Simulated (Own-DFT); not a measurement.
## Calculated data, Si3N4 (beta silicon nitride, atoms displaced)

A calculation, not a measurement: plane-wave PBE density functional theory by an unreviewed code, no spin, of a simulated periodic cell, stress positive in tension, free energy of the whole cell less one offset for each atom, forces on such cells passed a denser k mesh, this cell's mesh not checked; offsets are fitted by least squares, one for each functional and potential file, so energies compare only between cells with the same atoms and settings and are not formation energies; the far tail of each file's local potential was reset to the Coulomb form; each entry is a single point on an unrelaxed cell, so the pressure reflects the starting lattice, mostly measured values (interpolated for alloys), from which strain is counted, and rises with the displacements; printed positions are rounded, which can move forces by about a meV/angstrom; the program, named Own-DFT, is a retired in-house code; no spin-orbit coupling; before rounding, a Quantum ESPRESSO 7.3.1 run of the same cell and cutoff gave forces within 1 meV/angstrom rms on each cell, which checks the program and not the settings. Program: Own-DFT development build.

```cif
# cell vector a (Å): 7.6060 0.0000 0.0000
# cell vector b (Å): -3.8030 6.5870 0.0000
# cell vector c (Å): 0.0000 0.0000 8.7270
data_Si3N4
_symmetry_space_group_name_H-M 'P 1'
_symmetry_Int_Tables_number 1
_cell_length_a 7.6060
_cell_length_b 7.6060
_cell_length_c 8.7270
_cell_angle_alpha 90.000
_cell_angle_beta 90.000
_cell_angle_gamma 120.000
_cell_volume 437.23
loop_
_atom_site_label
_atom_site_type_symbol
_atom_site_fract_x
_atom_site_fract_y
_atom_site_fract_z
_atom_site_occupancy
Si1 Si 0.18523 0.76956 0.08248 1
Si2 Si 0.23504 0.41599 0.07395 1
Si3 Si 0.58186 0.81922 0.08617 1
Si4 Si 0.83508 0.23404 0.25139 1
Si5 Si 0.77933 0.60424 0.23789 1
Si6 Si 0.40434 0.17331 0.24942 1
N1 N 0.33732 0.03196 0.08127 1
N2 N 0.96902 0.29926 0.07924 1
N3 N 0.69491 0.67421 0.08334 1
N4 N 0.67422 0.97439 0.25722 1
N5 N 0.03347 0.68694 0.25248 1
N6 N 0.30593 0.32719 0.25923 1
N7 N 0.34009 0.67474 0.08871 1
N8 N 0.66558 0.32979 0.25859 1
Si7 Si 0.18417 0.78826 0.41163 1
Si8 Si 0.22853 0.40496 0.41483 1
Si9 Si 0.58832 0.83253 0.41863 1
Si10 Si 0.83153 0.22717 0.59232 1
Si11 Si 0.77127 0.60102 0.57520 1
Si12 Si 0.41379 0.17730 0.57906 1
N9 N 0.34034 0.04759 0.40574 1
N10 N 0.97086 0.29625 0.41138 1
N11 N 0.70594 0.67780 0.40700 1
N12 N 0.67047 0.97569 0.57775 1
N13 N 0.03930 0.70129 0.58799 1
N14 N 0.31374 0.34102 0.58414 1
N15 N 0.32725 0.66672 0.42632 1
N16 N 0.67166 0.32883 0.58834 1
Si13 Si 0.18124 0.76361 0.75753 1
Si14 Si 0.23486 0.41673 0.74870 1
Si15 Si 0.60008 0.82314 0.75257 1
Si16 Si 0.83201 0.23226 0.92750 1
Si17 Si 0.76791 0.59419 0.92342 1
Si18 Si 0.39190 0.16311 0.91530 1
N17 N 0.33611 0.03940 0.75106 1
N18 N 0.96434 0.30270 0.76199 1
N19 N 0.68359 0.66707 0.75489 1
N20 N 0.67378 0.97112 0.92873 1
N21 N 0.04512 0.71334 0.91908 1
N22 N 0.30194 0.33120 0.92278 1
N23 N 0.33235 0.67053 0.74477 1
N24 N 0.66975 0.33187 0.90623 1
_calc_functional 'PBE'
_calc_potential_files 'PseudoDojo norm-conserving, scalar-relativistic, standard set'
_calc_wave_cutoff 42  # hartree
_calc_occupations 'Fermi-Dirac'
_calc_smearing_width 0.1  # eV
_calc_k_mesh '3 x 3 x 3 centred on Gamma'
_calc_free_energy_of_cell_above_offsets '-3.535'  # eV
_calc_pressure 7.71  # GPa
_calc_stress_xx -8.47  # GPa
_calc_stress_yy -6.39  # GPa
_calc_stress_zz -8.26  # GPa
_calc_stress_yz -0.57  # GPa
_calc_stress_xz -0.75  # GPa
_calc_stress_xy 0.86  # GPa
```

Force:
```tsv
element	x (eV/Å)	y (eV/Å)	z (eV/Å)
Si	-2.276	0.92	1.185
Si	0.53	-1.75	3.8
Si	3.228	4.166	1.354
Si	-2.566	-0.331	-0.469
Si	-0.835	-2.584	3.138
Si	1.559	2.946	-3.137
N	-0.432	-0.96	1.003
N	2.533	1.715	3.35
N	1.222	-0.592	-0.512
N	-0.44	-0.904	-2.162
N	0.392	1.353	-1.783
N	-2.431	1.65	-3.098
N	-1.45	-3.051	-0.384
N	0.883	1.725	-1.366
Si	-0.051	-2.166	2.205
Si	0.842	0.508	0.942
Si	1.295	-1.719	-0.775
Si	-1.076	1.792	-1.748
Si	0.663	-1.268	1.183
Si	-0.139	0.961	1.124
N	-0.275	-3.88	4.07
N	0.698	0.219	2.913
N	-0.151	0.34	0.873
N	0.303	-1.479	2.899
N	-1.278	0.499	-0.949
N	-1.102	-0.222	0.061
N	0.548	1	-0.93
N	-0.229	1.83	-0.578
Si	-2.613	2.669	-2.457
Si	0.857	-2.254	0.209
Si	-3.065	3.262	0.092
Si	-3.597	-1.294	-2.806
Si	0.429	-0.754	-2.236
Si	2.121	3.099	0.36
N	-0.255	-2.773	-1.757
N	2.815	0.621	-1.8
N	4.524	-2.086	-0.733
N	-0.241	-0.724	-2.115
N	-2.224	-1.507	0.857
N	-0.45	0.475	-2.264
N	2.694	0.055	0.918
N	-0.962	0.494	1.526
```
